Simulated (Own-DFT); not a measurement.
# What a defect does to the pressure of its cell: diamond germanium

Everything here is calculated. The program is Own-DFT (plane waves, in-house, since retired, never reviewed by a person); positions were held fixed, and spin and spin-orbit coupling were off.

All runs used: PBE; PseudoDojo norm-conserving scalar-relativistic files; cutoff 42 hartree; 3 x 3 x 6 k mesh centred on Gamma; Fermi-Dirac smearing of 0.1 eV.

Known weak points (not all hold for every row): not probed for a lower state with spin; smearing too wide for converged forces on cells of this kind; forces on such cells failed a check on a denser k mesh; stress not checked against mesh or cutoff.

All runs share one cell, with vectors in Å (11.316, 0.000, 0.000); (0.000, 11.316, 0.000); (0.000, 0.000, 5.658) and a volume of 724.5 Å³. Atoms were moved at random from their sites; u is the rms move along one axis. The defect's site can differ from row to row.

```
          cell  formula   u (Å)  P (GPa)
     no defect     Ge32  0.0186     3.89
     no defect     Ge32  0.0465     4.29
     no defect     Ge32  0.0468     4.36
one Ge vacancy     Ge31  0.0276     3.35
one Ge vacancy     Ge31  0.0472     3.56
one Ge vacancy     Ge31  0.0547     3.75
  one added Ge     Ge33  0.0301     7.56
  one added Ge     Ge33  0.0311        ?
  one added Ge     Ge33  0.0456     7.70
  one added Ge     Ge33  0.0471     8.12
```

## Analysis

P = P0 + c u² + a shift for each defect gives P0 = 3.83 GPa, c = 222 ± 55 GPa/Å² and a scatter of 0.13 GPa. The shifts, and each times the cell's volume:

- one added Ge: 3.58 ± 0.11 GPa, 16.2 eV
- one Ge vacancy: -0.72 ± 0.11 GPa, -3.3 eV

A positive shift means that the defect pushes the cell outwards. Shift times volume (160.2 GPa Å³ is 1 eV) depends little on the cell's size, so, taken for each site, it can be compared between cells at like pressure. The atoms around the defects weren't relaxed, which would change these numbers.

## Prediction

Q: what pressure belongs in the blank (one added Ge, u = 0.0311 Å)?

Estimate: 7.62 ± 0.16 GPa. DFT gave 7.84 GPa.
